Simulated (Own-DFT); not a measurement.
## Calculated data, SiC (2H silicon carbide, strained, atoms displaced)

All values are calculated (Own-DFT development build). A calculation, not a measurement: plane-wave PBE density functional theory by an unreviewed code, no spin, of a simulated periodic cell, stress positive in tension, free energy of the whole cell less one offset for each atom, forces on such cells passed a denser k mesh, this cell's mesh not checked; offsets are fitted by least squares, one for each functional and potential file, so energies compare only between cells with the same atoms and settings and are not formation energies; the far tail of each file's local potential was reset to the Coulomb form; each entry is a single point on an unrelaxed cell, so the pressure reflects the starting lattice, mostly measured values (interpolated for alloys), from which strain is counted, and rises with the displacements; printed positions are rounded, which can move forces by about a meV/angstrom; the program, named Own-DFT, is a retired in-house code; no spin-orbit coupling.

Settings shared by all entries: functional PBE; potential files PseudoDojo norm-conserving, scalar-relativistic, standard set; wave cutoff 42 hartree; occupations Fermi-Dirac; smearing width 0.1 eV; hardware one NVIDIA H100; k mesh 5 x 5 x 3 centred on Gamma.

(1) SiC (2H silicon carbide, strained, atoms displaced)

```cif
# cell vector a (Å): 6.2576 -0.0569 0.0268
# cell vector b (Å): -3.1780 5.4675 0.0862
# cell vector c (Å): 0.0438 0.1878 9.8720
data_SiC
_symmetry_space_group_name_H-M 'P 1'
_symmetry_Int_Tables_number 1
_cell_length_a 6.2579
_cell_length_b 6.3246
_cell_length_c 9.8739
_cell_angle_alpha 88.405
_cell_angle_beta 89.510
_cell_angle_gamma 120.681
_cell_volume 335.85
loop_
_atom_site_label
_atom_site_type_symbol
_atom_site_fract_x
_atom_site_fract_y
_atom_site_fract_z
_atom_site_occupancy
Si1 Si 0.99340 0.99899 0.99744 1
Si2 Si 0.15871 0.31592 0.25045 1
C1 C 0.00256 0.99995 0.18057 1
C2 C 0.16844 0.33139 0.44528 1
Si3 Si 0.00033 0.00509 0.50747 1
Si4 Si 0.15612 0.31874 0.75657 1
C3 C 0.99408 0.99418 0.68885 1
C4 C 0.15833 0.33205 0.93737 1
Si5 Si 0.99285 0.49767 0.00108 1
Si6 Si 0.16638 0.84945 0.25131 1
C5 C 0.99366 0.49729 0.18950 1
C6 C 0.15599 0.82797 0.43485 1
Si7 Si 0.01697 0.51125 0.49257 1
Si8 Si 0.15668 0.82699 0.75328 1
C7 C 0.98642 0.49448 0.68778 1
C8 C 0.17996 0.83801 0.93131 1
Si9 Si 0.50059 0.98670 0.99428 1
Si10 Si 0.66390 0.33992 0.25208 1
C9 C 0.51225 0.00422 0.18245 1
C10 C 0.66747 0.32945 0.44454 1
Si11 Si 0.48787 0.99460 0.49875 1
Si12 Si 0.65922 0.31679 0.74789 1
C11 C 0.51425 0.00627 0.68587 1
C12 C 0.66719 0.33190 0.94415 1
Si13 Si 0.49112 0.50664 0.00643 1
Si14 Si 0.64575 0.82111 0.24759 1
C13 C 0.49871 0.50492 0.18746 1
C14 C 0.66161 0.82809 0.43533 1
Si15 Si 0.48362 0.49196 0.49641 1
Si16 Si 0.65367 0.82558 0.74567 1
C15 C 0.49798 0.50947 0.68532 1
C16 C 0.67488 0.84627 0.93873 1
```

| Property | Result |
| --- | --- |
| free energy of cell above offsets | -2.342 eV |
| pressure | 2.18 GPa |
| stress xx | 5.59 GPa |
| stress yy | 5.47 GPa |
| stress zz | -17.62 GPa |
| stress yz | 5.11 GPa |
| stress xz | -0.08 GPa |
| stress xy | -3.42 GPa |
| wall time | 121.1 s |

Force:
```csv
element,x (eV/Å),y (eV/Å),z (eV/Å)
Si,1.737,0.37,-0.649
Si,-1.044,1.476,-0.235
C,-0.866,-0.386,1.818
C,-1.088,-0.714,-2.002
Si,-0.627,-1.569,-1.863
Si,-0.29,1.715,-2.433
C,0.316,0.113,1.46
C,0.406,0.41,1.725
Si,0.299,0.235,-0.454
Si,1.487,-1.715,-1.997
C,0.837,0.877,0.713
C,0.102,2.074,1.131
Si,-1.952,-2.193,1.864
Si,0.78,-0.45,-2.355
C,1.735,0.576,-0.21
C,-1.584,-0.661,2.468
Si,-1.021,2.332,0.837
Si,0.801,-0.973,-0.298
C,-1.889,-0.102,1.134
C,-0.768,0.477,-1.249
Si,1.345,0.254,-0.471
Si,-0.977,2.441,0.659
C,-2.024,-1.7,0.147
C,-1.259,-0.044,-1.116
Si,1.274,-0.996,-2.66
Si,1.36,1.613,0.356
C,-0.382,-1.068,1.425
C,-0.326,0.46,0.637
Si,2.817,1.264,1.088
Si,0.93,0.266,0.567
C,-0.018,-2.199,0.822
C,-0.111,-2.184,-0.861
```

(2) SiC (2H silicon carbide, strained, atoms displaced)

```cif
# cell vector a (Å): 6.2321 -0.0397 -0.0069
# cell vector b (Å): -3.1504 5.2624 -0.0156
# cell vector c (Å): -0.0113 -0.0360 9.9225
data_SiC
_symmetry_space_group_name_H-M 'P 1'
_symmetry_Int_Tables_number 1
_cell_length_a 6.2322
_cell_length_b 6.1334
_cell_length_c 9.9226
_cell_angle_alpha 90.291
_cell_angle_beta 90.127
_cell_angle_gamma 121.272
_cell_volume 324.17
loop_
_atom_site_label
_atom_site_type_symbol
_atom_site_fract_x
_atom_site_fract_y
_atom_site_fract_z
_atom_site_occupancy
Si1 Si 0.99188 0.98901 0.99630 1
Si2 Si 0.17219 0.32797 0.24596 1
C1 C 0.00100 0.00823 0.18796 1
C2 C 0.17812 0.33344 0.43639 1
Si3 Si 0.01947 0.01014 0.50256 1
Si4 Si 0.16599 0.31913 0.74948 1
C3 C 0.99580 0.99599 0.69388 1
C4 C 0.16569 0.33967 0.93870 1
Si5 Si 0.00694 0.50954 0.99239 1
Si6 Si 0.15281 0.81691 0.25126 1
C5 C 0.99499 0.48419 0.19154 1
C6 C 0.14951 0.83043 0.43170 1
Si7 Si 0.01073 0.50977 0.50266 1
Si8 Si 0.16595 0.83218 0.76073 1
C7 C 0.00477 0.49858 0.69002 1
C8 C 0.18936 0.85696 0.93995 1
Si9 Si 0.49262 0.99436 0.00422 1
Si10 Si 0.66233 0.32647 0.23646 1
C9 C 0.49574 0.01056 0.19070 1
C10 C 0.67650 0.32820 0.43181 1
Si11 Si 0.50674 0.00352 0.50251 1
Si12 Si 0.66333 0.33255 0.75182 1
C11 C 0.48988 0.98947 0.68690 1
C12 C 0.65259 0.31320 0.93884 1
Si13 Si 0.50731 0.49826 0.99766 1
Si14 Si 0.65923 0.83434 0.24017 1
C13 C 0.50969 0.49792 0.19505 1
C14 C 0.64852 0.82169 0.44147 1
Si15 Si 0.51155 0.51350 0.50128 1
Si16 Si 0.67912 0.83349 0.75545 1
C15 C 0.48967 0.49157 0.68619 1
C16 C 0.68081 0.83381 0.94773 1
```

| Property | Result |
| --- | --- |
| free energy of cell above offsets | -1.733 eV |
| pressure | 10.73 GPa |
| stress xx | -0.74 GPa |
| stress yy | -17.52 GPa |
| stress zz | -13.94 GPa |
| stress yz | -1.33 GPa |
| stress xz | -0.26 GPa |
| stress xy | -3.67 GPa |
| wall time | 122.5 s |

Force:
```csv
element,x (eV/Å),y (eV/Å),z (eV/Å)
Si,2.143,3.283,2.219
Si,-0.302,1.122,1.384
C,0.436,-2.762,-0.976
C,-0.763,0.92,0.594
Si,-2.44,-1.176,-0.666
Si,-1.065,2.409,0.539
C,1.525,-1.021,-0.76
C,0.91,-0.53,-0.276
Si,-0.278,-1.236,1.631
Si,-0.435,1.488,-0.829
C,0.486,1.094,-2.206
C,2.106,0.603,2.035
Si,-0.27,-1.661,-1.206
Si,0.7,-0.002,-3.056
C,-0.594,-0.309,0.966
C,-2.59,-2.699,0.358
Si,2.585,0.45,0.773
Si,0.943,2.15,3.882
C,0.032,-4.308,-1.367
C,-0.794,1.018,0.939
Si,-0.844,-0.461,-1.331
Si,0.278,-0.732,-1.388
C,0.831,0.58,1.649
C,0.955,2.81,-0.26
Si,-0.965,-1.087,1.14
Si,0.698,0.796,2.689
C,-1.466,0.261,-2.701
C,1.537,3.419,-1.521
Si,0.788,-3.286,-0.857
Si,-2.735,-0.869,-0.796
C,1.479,0.721,1.383
C,-2.889,-0.985,-1.985
```

(3) SiC (2H silicon carbide, strained, atoms displaced)

```cif
# cell vector a (Å): 6.1717 0.0762 -0.0223
# cell vector b (Å): -3.0198 5.2409 -0.0419
# cell vector c (Å): -0.0365 -0.1000 10.1951
data_SiC
_symmetry_space_group_name_H-M 'P 1'
_symmetry_Int_Tables_number 1
_cell_length_a 6.1722
_cell_length_b 6.0488
_cell_length_c 10.1957
_cell_angle_alpha 90.781
_cell_angle_beta 90.419
_cell_angle_gamma 119.240
_cell_volume 332.07
loop_
_atom_site_label
_atom_site_type_symbol
_atom_site_fract_x
_atom_site_fract_y
_atom_site_fract_z
_atom_site_occupancy
Si1 Si 0.99043 0.99496 0.99854 1
Si2 Si 0.16257 0.32304 0.24995 1
C1 C 0.00114 0.99938 0.19725 1
C2 C 0.17059 0.34478 0.44356 1
Si3 Si 0.99160 0.98838 0.50276 1
Si4 Si 0.16346 0.32016 0.75001 1
C3 C 0.00709 0.02147 0.69376 1
C4 C 0.17347 0.33566 0.94403 1
Si5 Si 0.99825 0.50198 0.00675 1
Si6 Si 0.16594 0.83514 0.25124 1
C5 C 0.97407 0.48328 0.18540 1
C6 C 0.17243 0.83621 0.43908 1
Si7 Si 0.01130 0.50865 0.49954 1
Si8 Si 0.14836 0.81294 0.75138 1
C7 C 0.98263 0.48987 0.68450 1
C8 C 0.15490 0.81564 0.93875 1
Si9 Si 0.50274 0.99345 0.01398 1
Si10 Si 0.64470 0.31446 0.24797 1
C9 C 0.49845 0.00902 0.18952 1
C10 C 0.67235 0.33409 0.43981 1
Si11 Si 0.50671 0.00549 0.49864 1
Si12 Si 0.67231 0.34190 0.74503 1
C11 C 0.50333 0.00981 0.69242 1
C12 C 0.68338 0.35143 0.93894 1
Si13 Si 0.50320 0.50454 0.00203 1
Si14 Si 0.66482 0.83082 0.24495 1
C13 C 0.47369 0.49164 0.18435 1
C14 C 0.66866 0.82446 0.43477 1
Si15 Si 0.48497 0.48799 0.49966 1
Si16 Si 0.65871 0.82454 0.75032 1
C15 C 0.49356 0.50168 0.69680 1
C16 C 0.66869 0.83518 0.94666 1
```

| Property | Result |
| --- | --- |
| free energy of cell above offsets | -2.254 eV |
| pressure | 5.44 GPa |
| stress xx | -3.64 GPa |
| stress yy | -13.94 GPa |
| stress zz | 1.26 GPa |
| stress yz | -5.11 GPa |
| stress xz | -0.86 GPa |
| stress xy | 3.24 GPa |
| wall time | 121.3 s |

Force:
```csv
element,x (eV/Å),y (eV/Å),z (eV/Å)
Si,1.943,0.941,0.894
Si,-2.042,1.733,0.912
C,-0.775,-1.268,-2.01
C,0.009,-2.52,-1.502
Si,0.126,1.536,0.038
Si,-0.865,4.712,2.635
C,-0.102,-6.606,-1.969
C,-0.691,-0.56,-1.09
Si,0.637,-1.08,-0.992
Si,-0.006,-1.769,0.295
C,1.175,1.04,1.832
C,0.053,0.439,-0.164
Si,-1.579,-0.552,0.273
Si,1.031,2.456,0.377
C,1.958,0.732,-0.397
C,0.622,2.17,0.471
Si,-1.642,1.467,-3.939
Si,0.287,4.598,1.597
C,0.062,-3.924,0.463
C,-0.579,0.125,-0.777
Si,0.337,-0.689,1.03
Si,-0.958,-1.047,2.337
C,-0.541,-2.077,-0.859
C,-0.994,-2.13,-0.139
Si,0.182,-1.169,-0.485
Si,0.13,-0.442,1.428
C,1.996,0.662,0.745
C,-0.877,0.146,0.358
Si,1.924,1.483,0.858
Si,-0.313,2.74,1.079
C,0.174,-0.919,-2.151
C,-0.682,-0.229,-1.145
```

(4) SiC (2H silicon carbide, strained, atoms displaced)

```cif
# cell vector a (Å): 6.1504 0.0823 -0.0148
# cell vector b (Å): -3.0039 5.2225 0.0150
# cell vector c (Å): -0.0242 0.0143 10.1737
data_SiC
_symmetry_space_group_name_H-M 'P 1'
_symmetry_Int_Tables_number 1
_cell_length_a 6.1510
_cell_length_b 6.0248
_cell_length_c 10.1737
_cell_angle_alpha 89.720
_cell_angle_beta 90.273
_cell_angle_gamma 119.140
_cell_volume 329.30
loop_
_atom_site_label
_atom_site_type_symbol
_atom_site_fract_x
_atom_site_fract_y
_atom_site_fract_z
_atom_site_occupancy
Si1 Si 0.00605 0.00098 0.00699 1
Si2 Si 0.17061 0.33873 0.24921 1
C1 C 0.00249 0.01229 0.18830 1
C2 C 0.17429 0.33328 0.43894 1
Si3 Si 0.00303 0.00329 0.50090 1
Si4 Si 0.17298 0.32079 0.75025 1
C3 C 0.01312 0.01891 0.68969 1
C4 C 0.16735 0.33559 0.93724 1
Si5 Si 0.00648 0.50495 0.99811 1
Si6 Si 0.15896 0.81379 0.25781 1
C5 C 0.98677 0.48951 0.19772 1
C6 C 0.15222 0.83632 0.44121 1
Si7 Si 0.98550 0.48233 0.49921 1
Si8 Si 0.17070 0.83493 0.74895 1
C7 C 0.00453 0.49229 0.68889 1
C8 C 0.15896 0.82143 0.93876 1
Si9 Si 0.50782 0.00341 0.99800 1
Si10 Si 0.67656 0.33388 0.25565 1
C9 C 0.50086 0.00698 0.18388 1
C10 C 0.67752 0.34000 0.43382 1
Si11 Si 0.49099 0.99230 0.50537 1
Si12 Si 0.67527 0.33844 0.75025 1
C11 C 0.48985 0.99097 0.69478 1
C12 C 0.66406 0.33598 0.93801 1
Si13 Si 0.49922 0.49010 0.00465 1
Si14 Si 0.67499 0.83851 0.25530 1
C13 C 0.46166 0.47302 0.17772 1
C14 C 0.66640 0.84155 0.44493 1
Si15 Si 0.50630 0.48796 0.49923 1
Si16 Si 0.65820 0.82721 0.75846 1
C15 C 0.49691 0.51056 0.69207 1
C16 C 0.67353 0.83627 0.93872 1
```

| Item | Value |
| --- | --- |
| free energy of cell above offsets | -2.236 eV |
| pressure | 7.12 GPa |
| stress xx | -7.13 GPa |
| stress yy | -12.1 GPa |
| stress zz | -2.14 GPa |
| stress yz | -0.87 GPa |
| stress xz | 1.87 GPa |
| stress xy | 4.81 GPa |
| wall time | 120.2 s |

Force:
```csv
element,x (eV/Å),y (eV/Å),z (eV/Å)
Si,-0.58,0.003,-1.283
Si,-1.33,-1.573,1.646
C,0.529,-2.41,0.945
C,-0.162,0.43,-0.655
Si,-1.464,0.468,1.096
Si,-1.15,3.245,1.485
C,-0.566,-4.507,-1.108
C,0.806,-0.58,0.155
Si,-0.771,-1.826,1.012
Si,-0.28,3.078,-1.235
C,1.014,1.176,-2.16
C,2.594,-1.547,-0.121
Si,2.148,2.162,1.306
Si,-1.304,-1.02,0.752
C,-0.906,0.338,-0.545
C,0.739,2.426,-0.309
Si,-0.801,-0.705,0.446
Si,-3.079,-1.296,-1.923
C,0.31,-1.382,1.611
C,-1.001,-2.067,1.236
Si,-0.558,0.283,-0.039
Si,-0.67,-0.203,0.447
C,0.866,1.639,-1.111
C,1.462,-0.118,-0.257
Si,-1.267,1.198,-1.977
Si,-1.294,-0.542,-1.296
C,4.341,3.264,2.788
C,0.862,-1.236,-0.914
Si,-1.977,2.032,1.123
Si,1.298,1.604,-0.825
C,1.989,-1.742,-1.318
C,0.201,-0.593,1.03
```

(5) SiC (2H silicon carbide, strained, atoms displaced)

```cif
# cell vector a (Å): 6.1968 0.0942 0.0719
# cell vector b (Å): -3.0168 5.3694 -0.1003
# cell vector c (Å): 0.1175 -0.1213 10.2272
data_SiC
_symmetry_space_group_name_H-M 'P 1'
_symmetry_Int_Tables_number 1
_cell_length_a 6.1979
_cell_length_b 6.1597
_cell_length_c 10.2286
_cell_angle_alpha 91.848
_cell_angle_beta 88.688
_cell_angle_gamma 118.465
_cell_volume 343.10
loop_
_atom_site_label
_atom_site_type_symbol
_atom_site_fract_x
_atom_site_fract_y
_atom_site_fract_z
_atom_site_occupancy
Si1 Si 0.99455 0.99235 0.00340 1
Si2 Si 0.17253 0.32497 0.25743 1
C1 C 0.01024 0.99397 0.18877 1
C2 C 0.17895 0.33808 0.43569 1
Si3 Si 0.00404 0.99209 0.50962 1
Si4 Si 0.17900 0.35713 0.74876 1
C3 C 0.99936 0.00928 0.69037 1
C4 C 0.16043 0.31551 0.93505 1
Si5 Si 0.99759 0.50290 0.99627 1
Si6 Si 0.15521 0.82908 0.24654 1
C5 C 0.00126 0.50203 0.18304 1
C6 C 0.16266 0.82852 0.43687 1
Si7 Si 0.00113 0.49542 0.50803 1
Si8 Si 0.17374 0.83408 0.74408 1
C7 C 0.98002 0.47836 0.68795 1
C8 C 0.16299 0.81972 0.93634 1
Si9 Si 0.51780 0.99129 0.00013 1
Si10 Si 0.65815 0.33830 0.24275 1
C9 C 0.50717 0.00663 0.18189 1
C10 C 0.67803 0.35036 0.43782 1
Si11 Si 0.49833 0.99821 0.49489 1
Si12 Si 0.66000 0.32925 0.75128 1
C11 C 0.48744 0.99936 0.68662 1
C12 C 0.66965 0.33034 0.92358 1
Si13 Si 0.49936 0.49847 0.00288 1
Si14 Si 0.67166 0.82425 0.24979 1
C13 C 0.51542 0.48680 0.17480 1
C14 C 0.66970 0.84254 0.43797 1
Si15 Si 0.49703 0.49970 0.49532 1
Si16 Si 0.67114 0.84148 0.75714 1
C15 C 0.51412 0.51145 0.69508 1
C16 C 0.66855 0.83967 0.93969 1
```

| Item | Value |
| --- | --- |
| free energy of cell above offsets | -2.017 eV |
| pressure | -1.49 GPa |
| stress xx | -1.17 GPa |
| stress yy | 5.47 GPa |
| stress zz | 0.15 GPa |
| stress yz | -3.12 GPa |
| stress xz | 2.95 GPa |
| stress xy | 7.61 GPa |
| wall time | 118.1 s |

Force:
```csv
element,x (eV/Å),y (eV/Å),z (eV/Å)
Si,1.268,0.513,-1.024
Si,-1.014,0.79,-2.56
C,-2.428,0.953,-0.277
C,-0.623,-1.068,1.406
Si,-1.198,0.881,-1.483
Si,0.644,-2.332,0.873
C,0.737,-0.177,0.365
C,-0.003,1.657,0.753
Si,0.7,-1.389,-0.218
Si,2.913,-0.686,0.665
C,0.336,-0.898,0.759
C,0.836,-0.184,0.166
Si,-0.413,0.374,-1.976
Si,-2.136,-0.727,1.532
C,0.928,2.276,-0.235
C,0.569,1.309,-0.424
Si,-4.93,2.335,0.057
Si,4.439,-1.533,1.813
C,0.144,-1.324,1.448
C,0.018,-1.704,-0.73
Si,-0.895,1.192,0.544
Si,-0.201,-0.291,-1.417
C,1.752,0.04,-0.605
C,-0.086,-0.186,3.926
Si,-0.099,-1.003,-3.43
Si,-0.697,1.088,-0.317
C,-3.902,2.108,2.487
C,1.196,-1.221,-0.366
Si,0.78,1.412,1.636
Si,-0.09,0.206,-1.46
C,-1.424,0.027,-1.597
C,2.88,-2.439,-0.31
```

(6) SiC (2H silicon carbide, strained, atoms displaced)

```cif
# cell vector a (Å): 6.0819 -0.0217 -0.1177
# cell vector b (Å): -3.0598 5.4286 -0.0341
# cell vector c (Å): -0.1921 -0.1752 10.0655
data_SiC
_symmetry_space_group_name_H-M 'P 1'
_symmetry_Int_Tables_number 1
_cell_length_a 6.0831
_cell_length_b 6.2316
_cell_length_c 10.0689
_cell_angle_alpha 90.645
_cell_angle_beta 92.198
_cell_angle_gamma 119.598
_cell_volume 331.43
loop_
_atom_site_label
_atom_site_type_symbol
_atom_site_fract_x
_atom_site_fract_y
_atom_site_fract_z
_atom_site_occupancy
Si1 Si 0.01105 0.00706 0.00672 1
Si2 Si 0.16160 0.32896 0.25745 1
C1 C 0.99117 0.98114 0.19067 1
C2 C 0.17404 0.33936 0.43695 1
Si3 Si 0.99816 0.00977 0.49774 1
Si4 Si 0.16671 0.33657 0.74883 1
C3 C 0.00044 0.99566 0.68275 1
C4 C 0.17702 0.32864 0.93778 1
Si5 Si 0.98662 0.49700 0.99893 1
Si6 Si 0.16584 0.82787 0.24422 1
C5 C 0.00866 0.49070 0.19077 1
C6 C 0.15889 0.82785 0.44350 1
Si7 Si 0.00266 0.49865 0.49365 1
Si8 Si 0.17381 0.82541 0.73955 1
C7 C 0.99646 0.49626 0.68760 1
C8 C 0.16608 0.83960 0.93964 1
Si9 Si 0.49107 0.99085 0.00161 1
Si10 Si 0.66423 0.34127 0.25387 1
C9 C 0.51036 0.99918 0.18195 1
C10 C 0.66135 0.33179 0.44695 1
Si11 Si 0.50436 0.99169 0.49729 1
Si12 Si 0.67042 0.33333 0.75024 1
C11 C 0.48140 0.98293 0.68215 1
C12 C 0.65193 0.32883 0.92775 1
Si13 Si 0.49225 0.49138 0.00249 1
Si14 Si 0.67959 0.84215 0.24574 1
C13 C 0.49084 0.48144 0.18953 1
C14 C 0.66177 0.83421 0.43685 1
Si15 Si 0.49852 0.49209 0.50582 1
Si16 Si 0.64803 0.81525 0.75408 1
C15 C 0.48974 0.48717 0.68457 1
C16 C 0.65753 0.81981 0.94364 1
```

| Item | Value |
| --- | --- |
| free energy of cell above offsets | -2.536 eV |
| pressure | 5.21 GPa |
| stress xx | -12.8 GPa |
| stress yy | 4.5 GPa |
| stress zz | -7.33 GPa |
| stress yz | -4.68 GPa |
| stress xz | -6.01 GPa |
| stress xy | -1.32 GPa |
| wall time | 117 s |

Force:
```csv
element,x (eV/Å),y (eV/Å),z (eV/Å)
Si,-1.134,-0.759,-1.695
Si,1.565,-0.688,-1.565
C,1.036,2.415,-0.44
C,-0.884,-1.059,0.612
Si,0.878,-1.042,0.545
Si,0.287,-1.993,0.212
C,-1.032,0.069,1.262
C,-3.331,-0.346,-0.12
Si,1.534,0.112,-0.316
Si,1.478,-0.288,1.697
C,-2.415,0.647,-0.718
C,0.168,0.515,-2.014
Si,-0.463,0.576,1.471
Si,-3.069,0.437,1.883
C,0.317,-0.328,-0.518
C,-0.349,-1.815,-0.809
Si,1.146,0.984,-1.348
Si,1.786,-1.665,0.196
C,-1.315,0.7,1.856
C,0.653,-0.914,-1.725
Si,-1.829,0.68,0.483
Si,-0.747,-1.201,-1.583
C,2.862,1.787,0.596
C,1.036,-0.59,2.606
Si,1.297,0.997,0.158
Si,-1.868,-2.569,1.22
C,-0.842,1.846,-0.156
C,1.118,-1.013,-0.881
Si,0.15,1.698,-1.085
Si,1.396,1.315,-0.741
C,0.344,0.689,1.299
C,0.228,0.805,-0.385
```

(7) SiC (2H silicon carbide, strained, atoms displaced)

```cif
# cell vector a (Å): 6.0958 0.1037 -0.0329
# cell vector b (Å): -2.9582 5.3618 -0.0771
# cell vector c (Å): -0.0537 -0.1763 10.2693
data_SiC
_symmetry_space_group_name_H-M 'P 1'
_symmetry_Int_Tables_number 1
_cell_length_a 6.0968
_cell_length_b 6.1242
_cell_length_c 10.2710
_cell_angle_alpha 91.438
_cell_angle_beta 90.625
_cell_angle_gamma 117.904
_cell_volume 338.69
loop_
_atom_site_label
_atom_site_type_symbol
_atom_site_fract_x
_atom_site_fract_y
_atom_site_fract_z
_atom_site_occupancy
Si1 Si 0.00219 0.00705 0.99775 1
Si2 Si 0.16362 0.33086 0.25008 1
C1 C 0.99012 0.00958 0.18510 1
C2 C 0.17210 0.34019 0.42917 1
Si3 Si 0.00900 0.01143 0.49984 1
Si4 Si 0.16210 0.32964 0.74339 1
C3 C 0.01494 0.99814 0.68722 1
C4 C 0.17605 0.33629 0.93592 1
Si5 Si 0.00349 0.50380 0.99848 1
Si6 Si 0.15788 0.82315 0.25652 1
C5 C 0.99362 0.49236 0.18658 1
C6 C 0.18752 0.85286 0.43499 1
Si7 Si 0.99051 0.50078 0.49616 1
Si8 Si 0.14579 0.80437 0.74753 1
C7 C 0.99914 0.50652 0.68716 1
C8 C 0.16292 0.82081 0.93531 1
Si9 Si 0.48640 0.99373 0.99668 1
Si10 Si 0.68177 0.34568 0.24602 1
C9 C 0.50700 0.99995 0.18501 1
C10 C 0.66633 0.33032 0.43511 1
Si11 Si 0.50720 0.01307 0.49907 1
Si12 Si 0.67060 0.34812 0.75084 1
C11 C 0.49823 0.99190 0.68298 1
C12 C 0.65625 0.33117 0.93649 1
Si13 Si 0.50574 0.49404 0.00611 1
Si14 Si 0.66820 0.84614 0.25417 1
C13 C 0.50837 0.49950 0.19069 1
C14 C 0.66735 0.83417 0.43538 1
Si15 Si 0.50213 0.48994 0.50907 1
Si16 Si 0.66395 0.82491 0.75128 1
C15 C 0.50190 0.49499 0.68119 1
C16 C 0.65939 0.82481 0.93838 1
```

| Item | Value |
| --- | --- |
| free energy of cell above offsets | -2.550 eV |
| pressure | 0.52 GPa |
| stress xx | -7.28 GPa |
| stress yy | 2.55 GPa |
| stress zz | 3.16 GPa |
| stress yz | -5.76 GPa |
| stress xz | -2.18 GPa |
| stress xy | 7.34 GPa |
| wall time | 122.9 s |

Force:
```csv
element,x (eV/Å),y (eV/Å),z (eV/Å)
Si,-0.457,-0.714,0.129
Si,1.303,0.461,-0.799
C,1.621,-1.18,0.304
C,-0.235,-0.254,2.615
Si,-0.571,-0.599,-0.677
Si,1.087,-0.013,1.378
C,-2.141,-0.101,-0.319
C,-0.619,-0.4,-0.275
Si,-0.311,-1.065,0.254
Si,0.322,1.935,-2.215
C,0.886,1.581,-0.298
C,-1.62,-1.947,0.829
Si,1.57,1.054,-0.009
Si,2.051,5.06,1.113
C,-0.08,-3.57,-1.574
C,-1.118,0.532,-0.154
Si,1.417,0.412,0.532
Si,-1.229,-2.361,0.765
C,-2.333,0.464,-0.03
C,0.251,0.624,-0.137
Si,1.219,-1.277,0.398
Si,0.595,-3.026,0.268
C,-0.357,0.732,1.068
C,2.144,-0.538,-0.4
Si,-1.608,1.425,-0.145
Si,0.977,-1.473,-0.823
C,-1.577,0.723,-0.279
C,0.761,-0.088,1.253
Si,-1.156,1.793,-3.902
Si,-0.076,1.115,-0.46
C,-1.351,0.424,2.027
C,0.635,0.271,-0.436
```

(8) SiC (2H silicon carbide, strained, atoms displaced)

```cif
# cell vector a (Å): 6.1617 -0.0642 -0.0422
# cell vector b (Å): -3.1365 5.4052 -0.0257
# cell vector c (Å): -0.0689 -0.0882 10.1362
data_SiC
_symmetry_space_group_name_H-M 'P 1'
_symmetry_Int_Tables_number 1
_cell_length_a 6.1622
_cell_length_b 6.2494
_cell_length_c 10.1368
_cell_angle_alpha 90.471
_cell_angle_beta 90.777
_cell_angle_gamma 120.719
_cell_volume 335.51
loop_
_atom_site_label
_atom_site_type_symbol
_atom_site_fract_x
_atom_site_fract_y
_atom_site_fract_z
_atom_site_occupancy
Si1 Si 0.00629 0.01494 0.00153 1
Si2 Si 0.17682 0.33785 0.25169 1
C1 C 0.99314 0.98832 0.18271 1
C2 C 0.18772 0.32246 0.43904 1
Si3 Si 0.01194 0.00813 0.50174 1
Si4 Si 0.16097 0.33072 0.74668 1
C3 C 0.00385 0.00468 0.68402 1
C4 C 0.17614 0.34494 0.93749 1
Si5 Si 0.99329 0.48588 0.99580 1
Si6 Si 0.16810 0.82465 0.24950 1
C5 C 0.00634 0.50007 0.19119 1
C6 C 0.16448 0.83708 0.43685 1
Si7 Si 0.99615 0.48102 0.50176 1
Si8 Si 0.16556 0.83619 0.75232 1
C7 C 0.98953 0.48770 0.68372 1
C8 C 0.16828 0.82010 0.93427 1
Si9 Si 0.49184 0.99144 0.99279 1
Si10 Si 0.65928 0.32734 0.25082 1
C9 C 0.49416 0.98866 0.19154 1
C10 C 0.66554 0.32227 0.43630 1
Si11 Si 0.49607 0.99579 0.49869 1
Si12 Si 0.65542 0.33229 0.75629 1
C11 C 0.50339 0.99328 0.68526 1
C12 C 0.65307 0.32552 0.93066 1
Si13 Si 0.49329 0.48385 0.99381 1
Si14 Si 0.66742 0.82361 0.25515 1
C13 C 0.51489 0.50145 0.17889 1
C14 C 0.67865 0.84441 0.43581 1
Si15 Si 0.50017 0.50650 0.49820 1
Si16 Si 0.65864 0.83732 0.75592 1
C15 C 0.50678 0.50768 0.68920 1
C16 C 0.66668 0.82538 0.93268 1
```

| Property | Result |
| --- | --- |
| free energy of cell above offsets | -3.290 eV |
| pressure | 2.14 GPa |
| stress xx | -2.96 GPa |
| stress yy | 0.98 GPa |
| stress zz | -4.44 GPa |
| stress yz | -2.82 GPa |
| stress xz | -3.35 GPa |
| stress xy | -4.86 GPa |
| wall time | 120.4 s |

Force:
```csv
element,x (eV/Å),y (eV/Å),z (eV/Å)
Si,0.323,-2.079,-0.796
Si,0.161,-1.207,-0.987
C,0.634,1.266,1.342
C,-3.192,1.019,-1.019
Si,0.08,-1.556,-0.267
Si,0.537,0.72,-0.02
C,-0.238,-0.632,1.387
C,-1.465,-2.103,-0.964
Si,-0.335,1.41,1.162
Si,-1.11,0.891,0.092
C,-0.413,-1.389,-0.895
C,0.559,-1.77,0.242
Si,-0.125,1.493,-1.007
Si,0.294,-0.895,-1.724
C,-0.072,0.834,1.517
C,-2.068,0.383,0.48
Si,1.391,-0.237,1.763
Si,1.315,-0.357,-0.327
C,0.779,0.679,-1.387
C,-0.677,0.894,0.28
Si,0.365,0.161,-0.004
Si,1,-0.302,-3.668
C,-1.663,0.884,0.564
C,1.205,-0.646,2.248
Si,0.871,2.787,1.026
Si,-0.233,1.055,-1.994
C,-1.149,-0.753,1.371
C,-0.583,-1.128,0.89
Si,3.07,0.714,1.267
Si,1.766,-0.387,-2.096
C,-0.834,-0.475,-0.27
C,-0.194,0.725,1.793
```
